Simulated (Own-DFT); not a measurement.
# Two functionals across a range of volumes: C49 TiSi2, 60 atoms (Si40Ti20)

Everything here is calculated. The program is Own-DFT (plane waves, in-house, since retired, never reviewed by a person); positions were held fixed, and spin and spin-orbit coupling were off.

Known weak points: forces on such cells moved up to 12 meV/angstrom on a denser k mesh; stress not checked against mesh or cutoff.

Each geometry was run with PBE and with PBEsol, otherwise alike: PseudoDojo norm-conserving scalar-relativistic files made for PBE; cutoff 42 hartree; 4 x 4 x 4 k mesh centred on Gamma; cold (Marzari-Vanderbilt) smearing of 0.2 eV. Unstrained cell vectors in Å: (5.295, -6.759, 3.565); (7.060, 0.000, -7.130); (5.295, 6.759, 3.565). Each has a uniform strain, of which the change of volume is shown, and random moves of rms u per axis.

```
run  volume change (%)   u (Å)  P with PBE (GPa)  P with PBEsol (GPa)
  1              -2.37  0.0512              6.92                 3.50
  2               3.04  0.0535             -1.31                -4.51
  3              -1.76  0.0483              5.91                 2.52
  4               2.75  0.0519             -0.44                -3.66
  5              -2.00  0.0534              7.53                 4.13
  6              -2.34  0.0453              7.14                 3.72
  7              -0.78  0.0487              3.88                 0.52
  8              -2.15  0.0503              6.27                 2.86
  9              -3.68  0.0523              9.36                 5.88
 10              -3.85  0.0517              9.63                 6.15
 11              -1.46  0.0440              5.78                    ?
```

Question: by how much does PBEsol shrink this cell, and what belongs in the blank?

## Working it out

Write v for the change of volume as a fraction. Fitted to v and u², the PBE pressure has a slope of -158 ± 7 GPa in v, with the ions held to the strained lattice. The difference PBEsol less PBE is -3.33 + 4.0 v GPa (slope ± 0.1) and averages -3.38 GPa. Divided by the mean slope of the two, 156 GPa, that makes PBEsol's volume at a given pressure, near 4 GPa, about 2.2 % smaller, or 0.72 % in lengths. At one volume PBEsol's slope is the smaller by 4 GPa, but its pressure there is lower too. If stiffness rises by about 4 GPa for each GPa, PBEsol at equal pressure is stiffer by about 10 GPa. Files made for PBEsol would give a different shift.

For run 11 the line gives 2.40 GPa. DFT gave 2.40 GPa.
